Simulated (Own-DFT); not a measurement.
GaP (zincblende, atoms displaced) (calculated)

All values are calculated (Own-DFT development build). A calculation, not a measurement: plane-wave PBE density functional theory by an unreviewed code, no spin, of a simulated periodic cell, stress positive in tension, free energy of the whole cell less one offset for each atom, forces on such cells passed a denser k mesh, this cell's mesh not checked; offsets are fitted by least squares, one for each functional and potential file, so energies compare only between cells with the same atoms and settings and are not formation energies; the far tail of each file's local potential was reset to the Coulomb form; each entry is a single point on an unrelaxed cell, so the pressure reflects the starting lattice, mostly measured values (interpolated for alloys), from which strain is counted, and rises with the displacements; printed positions are rounded, which can move forces by about a meV/angstrom; the program, named Own-DFT, is a retired in-house code; no spin-orbit coupling.

Common to all runs: functional PBE; potential files PseudoDojo norm-conserving, scalar-relativistic, standard set; wave cutoff 42 hartree; occupations Fermi-Dirac; smearing width 0.1 eV; hardware one NVIDIA H100; k mesh 3 x 3 x 3 centred on Gamma.

(1) 
```xyz
64
Lattice="10.9010 0.0000 0.0000 0.0000 10.9010 0.0000 0.0000 0.0000 10.9010" Properties=species:S:1:pos:R:3:force_x:R:1:force_y:R:1:force_z:R:1 formula=GaP free_energy_of_cell_above_offsets=-8.844 pressure=8.68 stress_xx=-8.7 stress_yy=-8.24 stress_zz=-9.09 stress_yz=0.57 stress_xz=3.06 stress_xy=1.6 wall_time=556.7
Ga     0.1940    10.8996    10.8628     -1.595      0.845      0.523
Ga     0.0482     2.8005     2.7686     -1.719     -1.014     -0.773
Ga     2.8251    10.5609     2.6158     -4.033      7.112      3.214
Ga     2.7525     2.7151    10.6548     -0.959      0.604      2.266
P      1.3071     1.3397     1.4191      1.633      0.467     -0.542
P      1.4935     3.8542     4.0065      0.461      2.409      1.342
P      4.1725     1.2732     3.9807     -1.721      0.761     -1.187
P      4.3105     3.9526     1.5036     -6.181      6.708     -5.641
Ga    10.7363    10.7971     5.4111      2.136     -0.736      0.629
Ga    10.6294     2.6012     8.2017      4.342      4.148     -4.476
Ga     2.6834    10.6319     8.0882      1.683       3.46      -2.25
Ga     2.8304     2.5454     5.4268     -0.725     -0.475     -0.467
P      1.3358     1.1965     6.6472     -0.335      0.248      1.656
P      1.3599     4.1066     9.4114      -0.88     -0.087      0.617
P      4.1595     1.4816     9.4890      0.084     -1.894     -1.412
P      3.8884     4.1036     6.6354      1.395      0.813      1.865
Ga    10.8864     5.4695     0.0803      0.985      0.391      -1.72
Ga    10.6773     8.2357     2.9582      1.987     -0.424     -0.606
Ga     2.8361     5.4649     2.7929     -2.655     -4.091     -3.821
Ga     2.2569     8.3015     0.0898      3.082     -1.019      0.599
P      1.4127     6.7231     1.3407     -0.878     -0.201      1.819
P      1.4780     9.6166     3.9347     -2.872     -2.434      3.067
P      3.7789     6.6764     4.0746      5.356      2.588       1.92
P      4.0433     9.5427     1.5721      4.377     -3.845     -7.163
Ga     0.0718     5.4743     5.5430      3.614      3.203       -3.6
Ga     0.1442     7.9887     8.2084     -9.403      8.174      7.373
Ga     2.6658     5.6785     8.2722      0.469     -2.167     -0.724
Ga     2.6035     7.9400     5.3304     -1.107      3.107      1.495
P      1.3498     7.1482     7.1917       8.51     -6.783     -10.23
P      1.5538     9.7335     9.5717     -2.801     -1.483      0.162
P      3.9939     7.0680     9.4107     -0.185     -0.739      2.779
P      4.0331     9.7321     6.5295      0.901     -2.368      0.623
Ga     5.2410    10.6833    10.6210     -0.017      1.268       1.95
Ga     5.2498     2.6850     2.5418      5.091     -4.559      5.803
Ga     8.1306    10.8490     2.7328      0.943       1.33     -0.764
Ga     8.1407     2.6992     0.0382      1.095      1.419     -1.251
P      6.8035     1.6222     1.3679     -0.017     -3.586      0.359
P      6.8267     4.1233     4.2176     -1.463      1.497     -2.278
P      9.6160     1.2450     4.1905     -2.633       2.36     -1.765
P      9.5569     4.2667     1.3495     -0.417     -2.405      0.212
Ga     5.4751     0.1291     5.2540      1.534     -1.511      0.774
Ga     5.5877     2.5631     7.9902      -5.95      6.867      5.178
Ga     8.1813     0.0070     8.2237     -2.065       1.04      1.106
Ga     7.8145     2.6251     5.4090      3.098     -0.328      0.029
P      6.6508     1.4260     6.9157      5.289     -6.277     -4.515
P      6.7068     4.2158     9.5341      -0.25     -2.826       0.69
P      9.6090     1.3340     9.3530     -2.783     -2.364      4.968
P      9.7830     4.3258     6.6220     -5.013     -5.235      4.611
Ga     5.2833     5.3977    10.8533      0.013      1.608      0.329
Ga     5.3779     8.1400     2.6041     -0.406     -0.029      2.482
Ga     8.3037     5.5654     2.6871     -1.987     -0.818      0.319
Ga     7.9438     8.1863     0.1020      5.083     -1.802      2.014
P      6.7544     6.9502     1.4118     -0.206     -3.319     -0.213
P      6.9059     9.4058     4.0082     -1.427       0.31      0.935
P      9.4304     6.7915     4.1332      0.896      0.996       2.34
P      9.7549     9.5794     1.4462     -2.136      0.284      -1.55
Ga     5.3821     5.6629     5.5253     -2.458     -2.794     -2.551
Ga     5.4316     8.2973     8.2315      1.134      0.245     -1.655
Ga     8.1272     5.1720     8.2533      2.884      1.858     -1.347
Ga     8.0333     8.3406     5.7734     -0.458     -2.154     -1.009
P      6.7850     6.4135     6.8321      1.926      4.572      2.296
P      6.9987     9.5174     9.8357     -2.754      3.186     -4.743
P      9.6576     7.0282     9.6355     -1.976     -1.629       0.61
P      9.3772     9.7128     6.9334      2.462     -2.483     -0.702
```

Units: free_energy_of_cell_above_offsets in eV; pressure, stress_xx, stress_yy, stress_zz, stress_yz, stress_xz, stress_xy in GPa; wall_time in s; force_x, force_y, force_z in eV/Å.

(2) 
```xyz
64
Lattice="10.9010 0.0000 0.0000 0.0000 10.9010 0.0000 0.0000 0.0000 10.9010" Properties=species:S:1:pos:R:3:force_x:R:1:force_y:R:1:force_z:R:1 formula=GaP free_energy_of_cell_above_offsets=-10.601 pressure=8.44 stress_xx=-8.38 stress_yy=-8.78 stress_zz=-8.17 stress_yz=2.77 stress_xz=1.14 stress_xy=-1.47 wall_time=566.8
Ga    10.7556    10.8548    10.8985      2.047      1.302     -2.171
Ga     0.0409     2.7513     2.4675       4.61     -7.151      7.203
Ga     2.4800     0.1012     2.9037      1.174     -1.352     -1.743
Ga     2.7338     2.6282     0.0732      0.298      0.205     -1.911
P      1.4215     1.2344     1.3098      -1.32      0.273     -0.704
P      1.6042     3.9141     4.2948     -2.521      1.942      -3.39
P      3.8040     1.1617     4.2573      0.834      2.284     -0.196
P      3.9943     3.9312     1.4657      0.858       0.99     -0.682
Ga     0.1330    10.6150     5.4693      3.918      4.989     -4.512
Ga     0.0050     2.6661     8.3748      1.164      2.943     -1.833
Ga     2.7594    10.7809     7.8122     -2.784      2.744       2.68
Ga     2.5532     2.5907     5.6223      3.325      0.126      0.779
P      1.0966     1.5656     6.7995       0.75     -2.942      0.836
P      1.3452     4.3367     9.4642     -1.444     -4.483      2.306
P      4.0770     1.3508     9.3346      -1.22     -0.143       0.54
P      4.3845     4.0367     6.6231     -5.675      0.087      0.981
Ga     0.1689     5.4030     0.1287     -0.557      2.299     -0.156
Ga    10.7535     8.1627     2.7336      0.949      2.451     -1.697
Ga     2.6253     5.2628     2.6921      0.455      1.114      1.253
Ga     2.5559     7.9460    10.7913      0.492      2.034      0.073
P      1.3959     6.9572     1.6189      0.138     -1.723     -1.648
P      1.3277     9.4834     3.9823       0.02     -1.507      0.866
P      3.9699     6.8396     4.0392      0.922     -1.081      0.081
P      4.1444     9.5590     1.2541     -2.687     -1.267      0.765
Ga     0.0228     5.2462     5.3201      0.532      1.456     -0.433
Ga     0.0871     8.2553     8.1377     -4.883     -4.487     -3.134
Ga     2.6332     5.5548     8.4551      1.814      0.701     -4.644
Ga     2.5233     8.0059     5.5341      1.627      1.119     -0.945
P      1.2698     6.7066     6.8474     -0.373     -0.699      0.163
P      1.2433     9.4112     9.2041      4.379      4.471      5.419
P      4.0881     6.8294     9.3909      0.325     -1.025        3.3
P      4.1350     9.5695     6.8430      1.397     -2.296     -2.429
Ga     5.1927     0.0732     0.0307      2.747      1.295     -1.078
Ga     5.2723     2.6684     2.9559       0.53     -0.854     -0.273
Ga     8.0600     0.0161     2.8246      1.019      0.342      0.758
Ga     8.2689     2.9001    10.6034     -1.233      0.732      3.504
P      6.8062     1.4432     1.4844     -0.462      0.353     -1.135
P      6.7730     4.0513     4.1511      0.873     -0.069         -3
P      9.6253     1.3507     4.5813     -0.587      0.439     -3.442
P      9.9954     4.0356     1.4886     -7.663      5.981     -4.844
Ga     5.3858     0.1759     5.4329     -0.207      0.488      2.224
Ga     5.3036     2.8028     8.0151      2.275     -2.148      1.984
Ga     8.3644     0.1025     8.4157     -2.311     -2.506     -3.896
Ga     8.2170     3.0652     5.5405     -1.068      -3.35     -1.845
P      6.8377     1.5974     6.6338     -0.143     -1.326      1.967
P      6.6313     4.0056     9.5597      0.214      1.562     -0.946
P      9.4478     1.5654     9.4206      1.771     -1.176      2.814
P      9.4859     4.2290     6.6602      2.144      0.811      3.672
Ga     5.4250     5.4750     0.1253     -2.081     -2.084     -1.866
Ga     5.3599     8.1717     2.5768      0.543      0.012      1.702
Ga     7.9737     5.4662     2.5256      4.682     -4.045      5.214
Ga     7.8630     7.8760     0.0200      3.447      3.156     -2.642
P      6.9191     6.5115     1.2500     -4.533      3.419     -0.162
P      6.6277     9.7435     4.3534      2.455     -3.496     -3.027
P      9.5425     6.9285     3.9325     -1.372     -3.279      0.963
P      9.5914     9.5553     1.1857     -3.062     -2.106      2.348
Ga     5.5941     5.2640     5.4903      0.399      4.484     -1.364
Ga     5.3194     8.2145     8.3272      2.472      1.388     -2.289
Ga     8.1657     5.5565     8.0344      -0.11     -1.225       1.16
Ga     8.3039     8.1234     5.3652     -0.442      2.304      0.608
P      6.9850     6.8180     6.6634     -2.373      0.785      0.638
P      6.9074     9.4835     9.5175     -0.975      0.574      0.726
P      9.4226     6.6380     9.5779      1.329      1.113      0.474
P      9.8644     9.7596     6.7073      -6.84     -4.947      6.037
```

Units: free_energy_of_cell_above_offsets in eV; pressure, stress_xx, stress_yy, stress_zz, stress_yz, stress_xz, stress_xy in GPa; wall_time in s; force_x, force_y, force_z in eV/Å.

(3) 
```xyz
64
Lattice="10.9010 0.0000 0.0000 0.0000 10.9010 0.0000 0.0000 0.0000 10.9010" Properties=species:S:1:pos:R:3:force_x:R:1:force_y:R:1:force_z:R:1 formula=GaP free_energy_of_cell_above_offsets=-9.142 pressure=9.45 stress_xx=-8.89 stress_yy=-9.92 stress_zz=-9.53 stress_yz=-1.23 stress_xz=-1.36 stress_xy=-2.07 wall_time=580.6
Ga    10.8012    10.8545     0.2115        0.1     -0.054     -1.912
Ga    10.7967     2.9197     3.0118     -2.722     -2.376     -4.619
Ga     2.3216    10.8907     2.5799      2.829     -1.382      1.709
Ga     2.8423     2.6725    10.8717     -4.625     -0.579     -0.634
P      1.3621     1.2695     1.2418     -1.502      3.162     -0.444
P      1.1068     3.8741     4.3083      3.731      3.931      1.046
P      3.9248     1.4242     3.9339     -2.153     -2.475      2.181
P      3.7986     3.9018     1.2906      3.936      3.396      3.351
Ga    10.8329     0.0087     5.4220      1.561     -1.075      1.478
Ga    10.8262     2.8314     8.1671      0.712     -2.396      1.555
Ga     2.9732    10.8775     7.9837     -4.772      4.721      5.396
Ga     2.6310     2.7429     5.5224      1.836       0.45     -0.599
P      1.4785     1.4992     6.9045     -1.755     -2.162       0.56
P      1.2106     3.9881     9.6274      1.081      1.437      0.342
P      3.9444     1.7064     9.4136      2.345     -4.425     -1.486
P      4.0979     4.2923     6.6688     -0.602     -0.094     -0.314
Ga     0.1343     5.6825     0.1436     -2.721     -4.248     -1.626
Ga    10.7211     8.0780     2.7019      5.652       5.61     -6.454
Ga     2.7565     5.6048     2.5688      0.047     -1.495      1.111
Ga     2.6635     8.1241    10.6859      4.289     -0.779      1.242
P      1.5864     6.7768     1.0681      0.122      1.694       4.22
P      1.2988     9.4842     4.0101     -0.595     -0.607       0.92
P      4.1446     6.8561     4.1130     -0.455      0.348     -4.551
P      3.8903     9.3990     1.5863       1.25      0.555     -1.634
Ga     0.3205     5.5561     5.5837     -4.721     -3.136     -3.319
Ga     0.1360     8.3117     8.1113     -0.933     -1.116       0.32
Ga     2.6568     5.4801     8.1634      1.003     -1.799      1.675
Ga     2.9017     8.0716     5.2881     -2.895      2.309      2.094
P      1.3726     6.6712     6.8454      2.597      5.335      2.095
P      1.4254     9.4012     9.6575     -1.747      4.055     -2.791
P      4.2675     6.6907     9.5465     -2.338     -0.354      0.338
P      3.9490     9.6923     6.7984      4.433     -5.361     -4.141
Ga     5.7723    10.8922     0.0384     -6.063     -1.229     -0.562
Ga     5.2444     2.6336     2.8730      2.786      2.565     -2.739
Ga     7.9972    10.7817     2.5826      2.338      1.097     -0.928
Ga     8.1728     2.9340    10.8951     -0.827      -1.61     -1.981
P      7.0327     1.2239     0.9951       1.16      3.742      4.501
P      6.7663     4.2965     4.0816     -0.145     -1.809     -0.003
P      9.6478     1.4154     4.2629      -1.95     -0.401     -2.399
P      9.3363     4.1142     1.3306      2.879      1.836      2.404
Ga     5.3057     0.1859     5.4288       0.27      -0.89     -1.048
Ga     5.2092     3.0422     8.2164      1.185     -0.322     -1.369
Ga     8.2188    10.7998     7.9557     -0.868      0.938      1.212
Ga     8.1062     2.6038     5.4417      3.028        4.7     -2.164
P      6.8930     1.3997     6.4730     -3.472     -2.702      4.961
P      6.7172     4.1479     9.5104      0.034      0.081      1.148
P      9.4156     1.2569     9.6791      0.832      0.577     -1.844
P      9.5548     4.1125     7.0141     -1.113      0.873     -3.063
Ga     5.6129     5.6124     0.1720     -3.649     -4.459     -2.701
Ga     5.6625     8.2002     2.6927     -0.878      0.413      0.106
Ga     8.1175     5.6047     2.7666      0.375     -0.472     -0.672
Ga     8.2833     8.1514    10.7250     -3.839     -1.103     -1.017
P      6.8236     6.8185     1.2051      3.065      3.203      3.234
P      7.1522     9.4490     4.0472     -3.068     -0.064       1.04
P      9.6948     7.0014     3.8623      -4.11     -7.136      6.025
P      9.4466     9.2979     1.0265      2.352      2.624      5.301
Ga     5.4193     5.7490     5.2866      1.797     -3.079      2.371
Ga     5.2992     8.1415     8.2984      2.072      1.698     -1.558
Ga     8.1893     5.3576     8.3014      0.156      1.647     -0.305
Ga     8.4751     8.1388     5.3758     -3.965     -3.918     -3.279
P      6.8245     6.8449     6.6462      0.925      0.781      1.666
P      6.8570     9.5905     9.6931      0.232     -2.094     -4.159
P      9.6089     6.8229     9.7726      0.702     -1.247     -3.974
P      9.3820     9.2821     6.6763       4.77      4.673      4.685
```

Units: free_energy_of_cell_above_offsets in eV; pressure, stress_xx, stress_yy, stress_zz, stress_yz, stress_xz, stress_xy in GPa; wall_time in s; force_x, force_y, force_z in eV/Å.

(4) 
```xyz
64
Lattice="10.9010 0.0000 0.0000 0.0000 10.9010 0.0000 0.0000 0.0000 10.9010" Properties=species:S:1:pos:R:3:force_x:R:1:force_y:R:1:force_z:R:1 formula=GaP free_energy_of_cell_above_offsets=-4.741 pressure=9.95 stress_xx=-10.01 stress_yy=-9.71 stress_zz=-10.13 stress_yz=0.57 stress_xz=0.77 stress_xy=-3.08 wall_time=552.7
Ga     0.1723     0.1813     0.0942     -2.073     -1.283     -1.551
Ga     0.0627     2.4695     2.8507     -0.896      6.239      1.824
Ga     2.5906    10.8225     2.9106      0.932     -0.003     -0.292
Ga     2.5905     2.8350     0.2188      0.803     -1.662      0.469
P      1.1532     1.3783     1.5985      4.884     -1.903     -2.752
P      1.5366     4.0233     4.3498     -3.673      3.702     -3.767
P      3.8987     1.6321     4.1194      2.255      -2.82     -1.704
P      3.9825     4.2139     1.4688      2.678     -1.764     -2.749
Ga     0.0592     0.1265     5.3679      0.052     -0.738      0.843
Ga    10.7840     2.8978     8.2129      1.198      0.031     -0.434
Ga     2.7696    10.7278     8.4308      2.345      2.389     -7.525
Ga     2.5708     2.6934     5.4957      3.269     -0.009        2.7
P      1.3695     1.4891     6.8097     -1.098     -1.882      2.008
P      1.5609     4.0624     9.5997     -3.738     -1.518      0.365
P      3.8056     1.0295     9.8023      2.393      3.924       1.11
P      4.1866     4.2652     6.9236     -2.474      0.471     -0.636
Ga    10.7802     5.5109    10.8717      0.526     -1.047     -0.775
Ga     0.1405     8.2048     2.8434      0.666      1.494     -8.593
Ga     2.7471     5.5244     2.5558     -1.484     -0.708      2.997
Ga     2.2635     8.1094     0.0830      3.634      2.557     -2.093
P      1.4240     6.6665     1.2504     -3.825     -0.557      2.434
P      1.2146     9.2456     4.1548      3.522      4.909      2.683
P      4.2210     6.6072     3.8351     -1.377      0.653      2.667
P      4.1656     9.1801     1.2290     -2.559      3.037     -1.363
Ga    10.7004     5.3912     5.5587      2.382      0.867     -1.299
Ga     0.0098     7.9601     8.1745       2.72      11.47     -1.432
Ga     2.5065     5.6349     8.5904     -1.718     -2.199     -6.372
Ga     2.8538     8.2243     5.3172      -1.16     -3.078     -0.797
P      1.1582     6.9227     6.9772      5.362     -4.115     -4.744
P      1.6087     9.8005     9.6780     -6.337     -4.625      3.691
P      3.7062     6.7638     9.6367      6.341      4.549      3.382
P      3.8988     9.4636     6.6719      1.948      2.568      1.879
Ga     5.4497    10.6497    10.7502     -2.744       2.22      3.148
Ga     5.4235     2.7275     2.4734      0.528      0.118      1.664
Ga     8.1763     0.0062     2.5822     -1.512      0.963      1.848
Ga     8.1423     2.7215     0.1024      3.397      2.649     -3.585
P      6.9545     1.4316     1.1164     -3.979     -3.246      2.908
P      6.8872     4.1565     4.2182      -0.85      0.798     -1.542
P      9.5945     1.4313     4.0319     -2.246     -2.434      0.956
P      9.5964     4.0900     1.3218     -0.569      0.098       1.14
Ga     5.4677    10.8525     5.2634     -1.624      1.374      0.963
Ga     5.5053     2.8924     8.0242      -0.01     -1.097      0.826
Ga     8.2932    10.6846     7.9701     -0.293      1.722     -0.387
Ga     8.2915     2.7285     5.3208     -1.158       0.29      1.393
P      6.6835     1.4038     6.6918      1.549     -0.862       0.08
P      7.0323     4.0857     9.3293     -0.759      0.328      2.127
P      9.7117     1.2483     9.3379     -1.297      0.132       1.32
P      9.3711     4.2451     6.8523      -0.29     -1.827     -0.016
Ga     5.7792     5.5871     0.0590     -4.563     -4.203     -4.832
Ga     5.2322     8.0417     2.5863      3.476      0.277      1.683
Ga     8.0067     5.6952     2.6263       5.17     -4.451      4.749
Ga     8.2827     8.0999     0.0013     -0.445      0.228      -0.84
P      6.8171     6.6375     1.3773      -0.29      7.123     -0.619
P      6.7938     9.4966     4.1264      0.922     -1.119     -1.981
P      9.9655     7.0445     3.9476      -6.24     -6.748        3.9
P      9.4286     9.5682     1.4192      2.933     -1.235     -1.251
Ga     5.4423     5.7432     5.5944     -2.599     -4.892     -3.156
Ga     5.2227     8.3047     8.2362      0.413     -0.508      0.234
Ga     8.2846     5.6751     8.2558     -4.521     -2.064     -2.598
Ga     8.3591     7.9204     5.3319     -1.386      1.124      0.144
P      6.6103     6.8822     6.7238      4.684      3.629       3.96
P      6.9006     9.8371     9.5876      2.471     -4.361     -2.654
P      9.7906     6.7639     9.0512     -4.025      -3.37      9.301
P      9.6157     9.4016     6.5995      0.359      0.394      0.943
```

Units: free_energy_of_cell_above_offsets in eV; pressure, stress_xx, stress_yy, stress_zz, stress_yz, stress_xz, stress_xy in GPa; wall_time in s; force_x, force_y, force_z in eV/Å.
